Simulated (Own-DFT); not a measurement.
# Computed records: TiSi2 (C49 TiSi2 crystal, strained, atoms displaced)

A calculation, not a measurement: plane-wave density functional theory by an unreviewed code, no spin, of a simulated periodic cell, stress positive in tension, run twice, with PBE and with PBEsol, both on files made for PBE, so the change isn't that of files made for PBEsol, forces on such cells moved up to 12 meV/angstrom on a denser k mesh; the far tail of each file's local potential was reset to the Coulomb form; each entry is a single point on an unrelaxed cell, so the pressure reflects the starting lattice, taken from the Materials Project, from which strain is counted, and rises with the displacements; printed positions are rounded, which can move forces by about a meV/angstrom; the program, named Own-DFT, is a retired in-house code; no spin-orbit coupling; stress was not checked against mesh or cutoff. Program: Own-DFT development build.

```cif
# cell vector a (Å): 5.3765 -6.9771 3.5949
# cell vector b (Å): 7.2104 -0.0493 -7.3454
# cell vector c (Å): 5.1845 6.7758 3.4984
data_TiSi2
_symmetry_space_group_name_H-M 'P 1'
_symmetry_Int_Tables_number 1
_cell_length_a 9.5137
_cell_length_b 10.2931
_cell_length_c 9.2211
_cell_angle_alpha 83.131
_cell_angle_beta 94.462
_cell_angle_gamma 82.545
_cell_volume 884.92
loop_
_atom_site_label
_atom_site_type_symbol
_atom_site_fract_x
_atom_site_fract_y
_atom_site_fract_z
_atom_site_occupancy
Ti1 Ti 0.95250 0.92962 0.15113 1
Ti2 Ti 0.85435 0.87797 0.64177 1
Si1 Si 0.60930 0.92034 0.50160 1
Si2 Si 0.18475 0.87457 0.31377 1
Si3 Si 0.89859 0.02193 0.39965 1
Si4 Si 0.90342 0.77872 0.39741 1
Ti3 Ti 0.95555 0.41804 0.15215 1
Ti4 Ti 0.85100 0.36961 0.65549 1
Si5 Si 0.61426 0.43073 0.48949 1
Si6 Si 0.19460 0.37271 0.31105 1
Si7 Si 0.89430 0.52888 0.40770 1
Si8 Si 0.89513 0.27783 0.40329 1
Ti5 Ti 0.74554 0.72229 0.95238 1
Ti6 Ti 0.65483 0.66881 0.44163 1
Si9 Si 0.40945 0.73309 0.28093 1
Si10 Si 0.98141 0.68401 0.10609 1
Si11 Si 0.70976 0.82895 0.19930 1
Si12 Si 0.69996 0.57797 0.19007 1
Ti7 Ti 0.55020 0.03012 0.75250 1
Ti8 Ti 0.44934 0.97199 0.24690 1
Si13 Si 0.19880 0.02206 0.09316 1
Si14 Si 0.79823 0.97308 0.91305 1
Si15 Si 0.50068 0.11910 0.00130 1
Si16 Si 0.50226 0.88243 0.00046 1
Ti9 Ti 0.74553 0.23708 0.94557 1
Ti10 Ti 0.66216 0.16946 0.45041 1
Si17 Si 0.41154 0.22268 0.29160 1
Si18 Si 0.98832 0.17920 0.10797 1
Si19 Si 0.70539 0.31590 0.19757 1
Si20 Si 0.69510 0.07428 0.21302 1
Ti11 Ti 0.54704 0.52328 0.75048 1
Ti12 Ti 0.46580 0.46607 0.24996 1
Si21 Si 0.20975 0.52029 0.09996 1
Si22 Si 0.78459 0.47923 0.91238 1
Si23 Si 0.49779 0.62939 0.99737 1
Si24 Si 0.49576 0.37767 0.99640 1
Ti13 Ti 0.35577 0.83148 0.55714 1
Ti14 Ti 0.25759 0.77404 0.05672 1
Si25 Si 0.00398 0.82584 0.88434 1
Si26 Si 0.59196 0.76981 0.70284 1
Si27 Si 0.30542 0.92626 0.79894 1
Si28 Si 0.30281 0.67018 0.80364 1
Ti15 Ti 0.35011 0.32149 0.55868 1
Ti16 Ti 0.26233 0.27007 0.04028 1
Si29 Si 0.00767 0.32764 0.89604 1
Si30 Si 0.59548 0.27962 0.70669 1
Si31 Si 0.30033 0.42188 0.80315 1
Si32 Si 0.30285 0.18135 0.80262 1
Ti17 Ti 0.14917 0.62296 0.34551 1
Ti18 Ti 0.05133 0.57659 0.84311 1
Si33 Si 0.80448 0.62122 0.68908 1
Si34 Si 0.38610 0.56936 0.50541 1
Si35 Si 0.09657 0.72316 0.60022 1
Si36 Si 0.08312 0.47760 0.60128 1
Ti19 Ti 0.14478 0.13502 0.36604 1
Ti20 Ti 0.04909 0.08058 0.84527 1
Si37 Si 0.80940 0.11859 0.68517 1
Si38 Si 0.38814 0.07474 0.50984 1
Si39 Si 0.09829 0.22906 0.60150 1
Si40 Si 0.09384 0.97270 0.60295 1
_calc_functional 'PBE, then PBEsol'
_calc_potential_files 'PseudoDojo norm-conserving, scalar-relativistic, standard set'
_calc_wave_cutoff 42  # hartree
_calc_occupations 'cold (Marzari-Vanderbilt)'
_calc_smearing_width 0.2  # eV
_calc_k_mesh '4 x 4 x 4 centred on Gamma'
_calc_PBE_pressure -2.19  # GPa
_calc_PBE_stress_xx 0.59  # GPa
_calc_PBE_stress_yy 2.82  # GPa
_calc_PBE_stress_zz 3.16  # GPa
_calc_PBE_stress_yz -1.6  # GPa
_calc_PBE_stress_xz -3.47  # GPa
_calc_PBE_stress_xy -3.07  # GPa
_calc_PBEsol_pressure -5.36  # GPa
_calc_PBEsol_stress_xx 3.84  # GPa
_calc_PBEsol_stress_yy 6.23  # GPa
_calc_PBEsol_stress_zz 6.01  # GPa
_calc_PBEsol_stress_yz -1.6  # GPa
_calc_PBEsol_stress_xz -3.5  # GPa
_calc_PBEsol_stress_xy -3.06  # GPa
_calc_rms_change_of_force_components_from_PBE_to_PBEsol 0.019  # eV/angstrom
```

Force:
```tsv
force element	PBE force x (eV/Å)	PBE force y (eV/Å)	PBE force z (eV/Å)	PBEsol force x (eV/Å)	PBEsol force y (eV/Å)	PBEsol force z (eV/Å)
Ti	-0.304	0.729	-0.048	-0.306	0.713	-0.037
Ti	-0.426	0.286	0.728	-0.413	0.286	0.72
Si	-0.394	-0.46	-1.139	-0.383	-0.508	-1.152
Si	0.56	-0.289	0.319	0.547	-0.251	0.326
Si	0.619	-0.231	-0.145	0.625	-0.222	-0.15
Si	-0.241	0.02	0.266	-0.235	0.02	0.269
Ti	0.522	0.874	-0.863	0.508	0.847	-0.852
Ti	-0.096	-0.579	-0.585	-0.093	-0.565	-0.588
Si	-0.501	0.329	0.645	-0.489	0.281	0.634
Si	0.139	0.054	0.122	0.135	0.116	0.135
Si	-0.702	-0.745	-0.094	-0.716	-0.73	-0.111
Si	0.127	-0.37	0.185	0.13	-0.366	0.199
Ti	0.172	-0.089	-0.748	0.17	-0.1	-0.738
Ti	0.586	0.1	-0.788	0.588	0.11	-0.773
Si	0.314	0.748	1.689	0.316	0.705	1.675
Si	-0.027	-0.508	1.233	-0.025	-0.467	1.238
Si	-0.636	0.379	-0.071	-0.65	0.373	-0.07
Si	0.169	0.245	0.6	0.173	0.246	0.603
Ti	-0.243	0.138	0.367	-0.25	0.123	0.364
Ti	0.745	-0.25	-0.157	0.74	-0.247	-0.155
Si	0.687	-0.231	-0.03	0.673	-0.283	-0.03
Si	-0.335	0.075	-1.067	-0.326	0.123	-1.066
Si	0.623	-0.146	-0.355	0.626	-0.138	-0.371
Si	-0.482	-0.047	0.485	-0.482	-0.044	0.499
Ti	-0.363	0.478	1.381	-0.351	0.449	1.368
Ti	-0.468	0.513	-1.053	-0.463	0.509	-1.041
Si	0.105	0.09	0.179	0.107	0.04	0.173
Si	-0.013	0.064	0.577	-0.016	0.115	0.575
Si	0.37	0.202	-0.566	0.366	0.201	-0.583
Si	-0.57	-0.953	-0.32	-0.565	-0.927	-0.319
Ti	0.141	0.394	-0.365	0.145	0.376	-0.354
Ti	-0.269	0.193	-1.11	-0.265	0.206	-1.11
Si	-0.127	-0.299	-0.822	-0.122	-0.335	-0.836
Si	0.069	-0.344	0.458	0.06	-0.302	0.463
Si	0.11	0.099	0.398	0.115	0.095	0.398
Si	0.4	-0.254	0.525	0.405	-0.251	0.538
Ti	-1.583	0.555	-0.098	-1.557	0.53	-0.102
Ti	-1.508	-0.704	-1.154	-1.485	-0.684	-1.145
Si	0.674	-0.212	0.67	0.664	-0.267	0.666
Si	0.603	0.477	0.432	0.589	0.539	0.441
Si	-0.076	0.437	-0.135	-0.083	0.423	-0.138
Si	-0.094	-0.043	-0.637	-0.098	-0.042	-0.644
Ti	-0.269	-0.065	-0.566	-0.277	-0.077	-0.562
Ti	0.365	1.439	-0.037	0.366	1.43	-0.042
Si	0	-0.147	-0.156	0	-0.189	-0.17
Si	-0.521	-0.125	0.242	-0.51	-0.081	0.25
Si	-0.145	-0.175	-0.67	-0.161	-0.171	-0.676
Si	-0.86	-0.257	0.268	-0.852	-0.255	0.267
Ti	0.311	1.051	-0.098	0.302	1.03	-0.103
Ti	0.355	0.314	0.428	0.346	0.319	0.42
Si	0.417	-0.083	0.05	0.412	-0.133	0.054
Si	0.582	-0.43	-0.349	0.569	-0.393	-0.344
Si	0.305	-0.375	0.162	0.302	-0.361	0.17
Si	0.567	-0.845	0.701	0.587	-0.824	0.715
Ti	-1.563	-0.855	0.119	-1.548	-0.863	0.114
Ti	-0.021	-0.215	0.498	-0.019	-0.19	0.493
Si	1.044	0.526	0.051	1.03	0.483	0.041
Si	0.441	-0.257	0.155	0.433	-0.204	0.161
Si	0.143	0.264	0.278	0.129	0.259	0.289
Si	0.572	-0.488	0.014	0.58	-0.479	0.004
```
